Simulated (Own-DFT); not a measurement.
# Computed records: SiC (4H silicon carbide, atoms displaced), GaP (zincblende, strained, atoms displaced), SiC (2H silicon carbide, atoms displaced)

Computed with Own-DFT development build. A calculation, not a measurement: plane-wave PBE density functional theory by an unreviewed code, no spin, of a simulated periodic cell, stress positive in tension, free energy of the whole cell less one offset for each atom, forces on such cells passed a denser k mesh, this cell's mesh not checked; offsets are fitted by least squares, one for each functional and potential file, so energies compare only between cells with the same atoms and settings and are not formation energies; the far tail of each file's local potential was reset to the Coulomb form; each entry is a single point on an unrelaxed cell, so the pressure reflects the starting lattice, mostly measured values (interpolated for alloys), from which strain is counted, and rises with the displacements; printed positions are rounded, which can move forces by about a meV/angstrom; the program, named Own-DFT, is a retired in-house code; no spin-orbit coupling.

Common to all runs: functional PBE; potential files PseudoDojo norm-conserving, scalar-relativistic, standard set; wave cutoff 42 hartree; occupations Fermi-Dirac; smearing width 0.1 eV.

(1) 
```xyz
32
Lattice="6.1654 0.0000 0.0000 -3.0827 5.3394 0.0000 0.0000 0.0000 10.0681" Properties=species:S:1:pos:R:3:force_x:R:1:force_y:R:1:force_z:R:1 formula=SiC hardware=one_NVIDIA_H100 k_mesh=5_x_5_x_3_centred_on_Gamma free_energy_of_cell_above_offsets=4.753 pressure=10.64 stress_xx=-6.14 stress_yy=-11.94 stress_zz=-13.84 stress_yz=-1.16 stress_xz=-3.19 stress_xy=-2.34 wall_time=124.5
Si     6.0536     0.0579     4.1212      1.249     -0.742      -2.04
Si    -0.1423     1.7177     1.6484      3.368      0.546     -3.286
C      3.0516     5.3293     0.8663      1.029      0.174      3.639
C     -0.0040     1.7972     3.3984      1.957     -0.265      3.201
Si    -1.3786     2.5908     4.1228     -4.015      1.866      -0.42
Si    -1.4649     4.4029     1.6995     -0.273      2.028     -4.765
C     -1.3749     2.7663     0.8242     -1.943     -0.735      5.995
C     -1.4111     4.5343     3.4385     -8.322     -5.635     -0.499
Si    -0.2636     5.2968     4.1898      9.654      5.176      1.628
Si     3.0757     1.8317     1.6630      0.531     -0.782     -1.758
C      3.0488     0.0809     0.9386       0.95     -1.389     -0.624
C      3.1398     1.7681     3.5117     -0.751      1.037      2.124
Si     1.4852     2.9301     4.2273      1.869     -3.131     -2.298
Si     1.5731     4.4283     1.5016     -1.592      1.095      0.252
C      1.5895     2.6850     1.0322     -1.657     -1.001     -1.937
C      1.5563     4.5216     3.3680     -1.023      0.396      1.457
Si     0.0137     0.1036     9.1828     -0.168     -2.502     -2.455
Si     3.1465     3.6300     6.6038     -0.928     -0.512      2.304
C      2.9694     5.3160     5.9111        1.5      2.053      0.865
C      3.2549     3.5299     8.5685     -2.159      1.211     -1.335
Si    -1.4573     2.5730     9.2214     -0.376      4.001     -3.414
Si     4.5995     1.1262     6.5003     -0.275     -10.96      4.615
C     -1.4491     2.6523     6.0638     -3.818      5.005      -5.52
C      4.6688     1.0143     8.5305     -0.988     -4.456     -2.458
Si     0.0269     5.2271     8.9830     -0.749      2.858      1.996
Si    -0.0975     3.4635     6.6160      4.954      0.974      1.207
C     -0.0143     5.0987     6.0208     -0.389      5.675     -1.494
C      0.0989     3.5213     8.3364     -1.206     -0.192       4.02
Si     1.5599     2.6981     9.0287      2.074     -1.611      1.524
Si     1.5927     0.8679     6.5059     -1.589     -0.338      1.615
C      1.5605     2.7450     6.1031      0.309     -1.483     -2.061
C      1.4599     0.8090     8.4037      2.778      1.635     -0.076
```

Units: free_energy_of_cell_above_offsets in eV; pressure, stress_xx, stress_yy, stress_zz, stress_yz, stress_xz, stress_xy in GPa; wall_time in s; force_x, force_y, force_z in eV/Å.

(2) 
```xyz
64
Lattice="10.8620 0.0000 0.0000 0.0000 10.8620 0.0000 0.0000 0.0000 10.9439" Properties=species:S:1:pos:R:3:force_x:R:1:force_y:R:1:force_z:R:1 formula=GaP k_mesh=3_x_3_x_3_centred_on_Gamma free_energy_of_cell_above_offsets=-28.376 pressure=4.79 stress_xx=-5.13 stress_yy=-4.94 stress_zz=-4.31 stress_yz=0.49 stress_xz=1.47 stress_xy=-0.34
Ga    10.6968    10.7414     0.0777      2.525      3.323     -2.291
Ga     0.0675     2.5221     2.7206     -1.375      1.855      1.022
Ga     2.6991    10.7018     2.7364      0.768      1.875     -0.831
Ga     2.7220     2.6385    10.8209     -0.134       0.96      1.018
P      1.3043     1.3820     1.3355      1.384     -1.856     -0.878
P      1.3351     3.9497     4.2732     -0.043      0.807     -2.859
P      4.0504     1.4032     4.1170     -0.477     -0.929      0.066
P      4.1317     4.1549     1.3090     -1.483     -2.089      1.556
Ga    10.7136    10.7404     5.4558       0.85       0.89     -1.173
Ga    10.8603     2.8430     8.1010     -0.418     -1.192      0.319
Ga     2.4893     0.0234     8.2454      1.115      0.386     -0.681
Ga     2.5953     2.6474     5.5196      2.669      0.743     -0.128
P      1.2445     1.3921     6.6474     -0.741     -1.382      2.211
P      1.2702     4.0704     9.5621       0.99      0.128     -0.627
P      4.1306     1.2935     9.6375     -1.151      0.165     -1.641
P      4.1057     4.1656     6.7967     -1.586     -2.106      1.659
Ga    10.8521     5.3726     0.0166     -0.287      0.312     -0.445
Ga    10.8256     8.0781     2.8201     -0.199       0.23     -1.375
Ga     2.7988     5.4324     2.8004     -0.844     -0.568     -0.161
Ga     2.6644     8.0521     0.0445     -0.474      0.235     -0.961
P      1.2779     6.6888     1.3443      0.582      0.507       1.29
P      1.3645     9.4832     4.0069     -0.675     -0.996      1.875
P      4.1102     6.7289     4.2119      0.081      1.356     -1.618
P      4.0516     9.4331     1.2918      0.067     -0.279      0.798
Ga     0.1065     5.4386     5.4085       -0.7      0.716      0.597
Ga    10.8396     8.1568     8.1552      0.874     -1.281      0.822
Ga     2.6189     5.5298     8.1948      0.467     -1.392     -0.034
Ga     2.7444     8.0267     5.5621      2.538      3.399     -3.426
P      1.5395     6.9193     6.7353     -4.625       -2.9       2.97
P      1.1405     9.5773     9.5297      1.399     -1.021      1.047
P      3.9917     6.5959     9.6521      0.302      2.272     -0.913
P      4.0290     9.4479     6.8600      0.179      0.949      0.189
Ga     5.3455    10.7384    10.8687      1.074       0.61      1.173
Ga     5.4380     2.7376     2.8405     -1.311     -0.291     -1.377
Ga     8.1917     0.0307     2.6608     -0.867     -0.076     -0.007
Ga     8.1419     2.7217     0.0302     -1.263      -0.78     -1.406
P      6.7355     1.4544     1.4594      0.011     -1.265     -1.168
P      6.6682     4.0004     4.1390      1.501      1.222      0.752
P      9.3791     1.3471     4.0979      0.888      0.129      0.451
P      9.4999     3.9926     1.1662      0.327       0.78      3.172
Ga     5.4698     0.0445     5.4928     -1.456      0.493      0.751
Ga     5.4686     2.6021     8.1938      -1.16      1.682       0.63
Ga     8.0733     0.0186     8.2675      1.347     -0.017      0.094
Ga     8.1226     2.7716     5.5515     -0.213     -0.379     -0.435
P      6.7988     1.3520     6.9464       0.46     -0.236     -1.503
P      6.6882     4.1141     9.5685      1.099     -0.481     -0.259
P      9.5153     1.3618     9.5590     -0.157      0.321     -0.153
P      9.4970     4.1588     6.7941       0.09      0.475      0.122
Ga     5.3542     5.3863     0.0068      1.129      0.427     -0.485
Ga     5.5789     8.1173     2.6092     -1.744      1.618      2.423
Ga     8.0195     5.4270     2.7569      0.652     -0.916     -0.529
Ga     8.1249     8.0823    10.8492     -1.524      1.444      1.452
P      6.6912     6.7708     1.3626      1.769     -0.881     -1.454
P      6.7965     9.6650     4.2215      0.713     -1.616     -1.892
P      9.4381     6.7405     4.0973     -0.072      0.356      0.515
P      9.4577     9.5735     1.1993       -2.3     -3.208       3.56
Ga     5.3494     5.3817     5.4787      1.311      0.129     -0.352
Ga     5.4872     8.0276     8.0669     -0.988      0.377      1.372
Ga     8.0991     5.4933     8.1332      0.866     -0.684      1.873
Ga     8.1418     8.2498     5.5368       0.12      -0.57     -0.183
P      6.8065     6.6811     6.7951     -0.217      1.122     -1.131
P      6.7739     9.5171     9.5379     -0.416     -1.281     -0.134
P      9.5237     6.9077     9.7317      1.086     -2.137     -2.666
P      9.6043     9.4845     6.9396     -2.334      0.514     -0.602
```

Units: free_energy_of_cell_above_offsets in eV; pressure, stress_xx, stress_yy, stress_zz, stress_yz, stress_xz, stress_xy in GPa; force_x, force_y, force_z in eV/Å.

(3) 
```xyz
72
Lattice="9.2481 0.0000 0.0000 -4.6241 8.0091 0.0000 0.0000 0.0000 10.0681" Properties=species:S:1:pos:R:3:force_x:R:1:force_y:R:1:force_z:R:1 formula=SiC hardware=one_NVIDIA_H100 k_mesh=4_x_4_x_3_centred_on_Gamma free_energy_of_cell_above_offsets=-2.598 pressure=6.69 stress_xx=-7.04 stress_yy=-4.59 stress_zz=-8.44 stress_yz=1.13 stress_xz=0.5 stress_xy=0.25 wall_time=355
Si    -4.5611     7.9845    10.0643     -0.551     -0.136     -1.645
Si     0.0096     1.6690     2.4979     -0.087      2.997       -0.5
C      4.5719     7.9556     1.8384      2.195      0.385      0.151
C      0.0842     1.8553     4.3723     -2.263     -2.403      0.551
Si     4.5862     7.9649     5.0694      1.131      0.753     -1.099
Si    -0.0311     1.7106     7.5729      0.307      0.084     -0.443
C      4.5853     7.8038     6.9172      0.599       1.97      0.706
C     -0.0331     1.8115     9.4780      2.061     -1.597     -1.065
Si     7.7417     2.5613     0.0576     -1.107      3.314      -1.34
Si    -1.5215     4.5438     2.4691     -2.049      -4.14       2.09
C      7.6371     2.6877     1.8263      0.909     -1.027       3.02
C     -1.6035     4.4582     4.4429      1.609     -0.824      -1.48
Si    -1.5246     2.6816     5.0312     -0.352     -0.956     -0.966
Si    -1.6183     4.5040     7.5266      4.835      -3.58      3.014
C     -1.4988     2.6849     6.8953     -1.079     -0.282      0.611
C     -1.5738     4.5039     9.4938      1.213     -2.175     -1.343
Si    -3.0524     5.3530     0.0550     -0.915     -1.512     -1.282
Si    -3.1067     7.1375     2.4957      0.763     -1.892      0.192
C     -2.9739     5.2757     1.8332     -4.102      2.162       2.09
C     -3.0635     7.0356     4.4040     -0.224      1.241      0.192
Si     6.1744     5.2642     5.0276     -0.534      1.422       0.48
Si    -3.0539     7.0187     7.5521     -0.406       1.63     -0.921
C     -3.0102     5.2631     7.0232     -4.502        1.9     -3.766
C     -3.0659     7.0001     9.3541     -0.083      2.577      2.268
Si    -1.4869     7.9831    10.0581     -1.451     -0.429     -0.564
Si     3.1031     1.8342     2.5790     -1.044     -1.433     -2.385
C     -1.5661     7.9603     1.8315      0.567      1.485      1.483
C      3.0897     1.6785     4.3708     -0.109      3.149      1.746
Si     3.1412     0.0417     4.9877     -0.607      -2.82      1.424
Si     3.0765     1.8440     7.6278     -0.971     -0.952     -1.973
C      3.0788     0.0454     6.9640     -0.712     -0.417     -0.847
C      3.0101     1.7980     9.4415      2.051     -1.057      0.238
Si     1.5492     2.6752    10.0427     -0.802      0.834      0.162
Si     1.5463     4.5190     2.4830      -2.16     -3.172      0.672
C      1.5744     2.6281     1.7762     -0.645      0.306      2.662
C      1.5454     4.3661     4.3375      0.782       1.12      1.644
Si     1.5220     2.6387     5.1082      1.662      0.804     -1.627
Si     1.5064     4.4691     7.6568     -0.468     -1.116     -1.184
C      1.4909     2.7216     6.9400      0.319     -1.517      1.366
C      1.5840     4.5150     9.4881     -0.672     -1.226      -0.31
Si     0.0275     5.3216     0.0353     -1.197     -0.605      0.234
Si     0.0296     7.1698     2.4963     -0.991     -1.536      0.628
C     -0.0836     5.2315     1.9242      4.482      3.642     -0.982
C      0.1420     7.1821     4.4707     -5.378     -3.762     -2.373
Si    -0.0015     5.2469     4.9877      0.999      1.409      0.902
Si    -0.1130     7.0289     7.5294      2.243      1.761      0.951
C     -0.0030     5.2769     6.9864     -0.606      0.707     -1.706
C     -0.0121     7.0322     9.5085      0.996       2.46     -1.318
Si     6.1627     0.1661    10.0545     -0.473     -6.808      1.571
Si     6.1076     1.7697     2.5305      1.322      0.763     -0.625
C      6.1581     0.0317     1.9251      0.632     -0.155     -1.679
C      6.0584     1.6994     4.3396      2.522      1.396       1.94
Si     1.5089     7.9840     5.0006      3.467      1.867      2.306
Si     6.1879     1.8087     7.5708      0.099     -0.397     -2.115
C      6.1698     0.0469     6.9402     -0.976     -1.355     -0.515
C      6.3139     1.6722     9.3497     -2.415      5.107      0.627
Si     4.5817     2.6765    10.0270      0.685     -0.177      1.263
Si     4.5183     4.3335     2.6081      1.559      3.066     -1.793
C      4.6317     2.6929     1.9591      -0.61     -1.781     -1.985
C      4.6209     4.4161     4.4233      0.508     -0.642       1.43
Si     4.6956     2.5973     5.1260     -2.102      0.405     -2.853
Si     4.6141     4.4438     7.4420      0.617     -0.034      3.144
C      4.5591     2.7142     6.8909      1.555     -1.348      2.159
C      4.5685     4.4254     9.5000      1.894      0.317     -2.006
Si     3.1243     5.3916     9.9689     -0.876      -0.81      2.541
Si     3.1383     7.1132     2.4125     -2.796     -1.483      2.058
C      2.9996     5.2664     1.8935      3.052      2.297      -1.16
C      3.0520     7.1857     4.3881      1.249     -1.579     -0.304
Si     3.2098     5.3629     5.1400     -3.234      -0.18     -3.012
Si     3.0065     7.0493     7.5519      0.249      0.365      0.252
C      3.0409     5.1792     6.9277      0.073      2.738      0.804
C      3.0689     7.1306     9.4650      0.347      0.882     -0.402
```

Units: free_energy_of_cell_above_offsets in eV; pressure, stress_xx, stress_yy, stress_zz, stress_yz, stress_xz, stress_xy in GPa; wall_time in s; force_x, force_y, force_z in eV/Å.
